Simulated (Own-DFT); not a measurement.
# What random displacements cost in a stack of InAs and GaAs layers, 64 atoms (As32Ga24In8)

Calculated results; nothing here was measured. They come from Own-DFT, an in-house plane-wave density functional program, since retired, whose code no person has reviewed. Each row is one single-point run on a periodic cell that was not relaxed, without spin or spin-orbit coupling.

Settings of every run: PBE; PseudoDojo norm-conserving scalar-relativistic files; cutoff 42 hartree; 3 x 3 x 3 k mesh centred on Gamma; Fermi-Dirac smearing of 0.1 eV.

Known limits: forces on such cells passed a denser k mesh, each cell not checked; stress not checked against mesh or cutoff.

Cell vectors in Å: (11.307, 0.000, 0.000); (0.000, 11.307, 0.000); (0.000, 0.000, 11.307). In each run every atom was moved at random and independently from its ideal site; u is the rms move along one axis. E is the free energy for each atom above the fitted value at u = 0, and F the rms of the force components.

```
run   u (Å)  E (meV/atom)  F (eV/Å)  largest force (eV/Å)  P (GPa)
  1  0.0280          15.5     0.746                  3.12     9.06
  2  0.0301          12.2     0.699                  2.94     9.01
  3  0.0543          55.9     1.062                  4.01     9.62
  4  0.0624             ?         ?                     ?        ?
  5  0.0647          77.5     1.167                  4.56     9.93
  6  0.1012         177.9     1.880                  7.90    11.22
  7  0.1054         171.8     1.667                  6.17    11.04
```

## Worked fit

For small independent moves the energy grows as E = (3/2) K u², with K the mean stiffness felt by one atom. The runs with u up to 0.11 Å give K = 11.5 ± 0.8 eV/Å², with residuals divided by u² + 0.0006 Å², since the noise grows with the moves. The scatter is 5.6 meV/atom at u = 0.05 Å. The forces follow F² = F0² + G² u², fitted to F/u, with G = 16.2 eV/Å² and F0 = 0.56 eV/Å. F0 is the force that atoms already bear on their ideal sites. G exceeds K because the moves of its neighbours add to the force on an atom, and stiffness differs between atoms. The pressure follows P = 8.94 + 208 u² GPa: at fixed volume, shortened bonds push harder than stretched ones pull.

## Withheld run

Question: what energy and rms force should run 4 give?

The fit gives 67 ± 9 meV/atom and about 1.16 eV/Å. The calculation gave 75.1 meV/atom and 1.187 eV/Å.
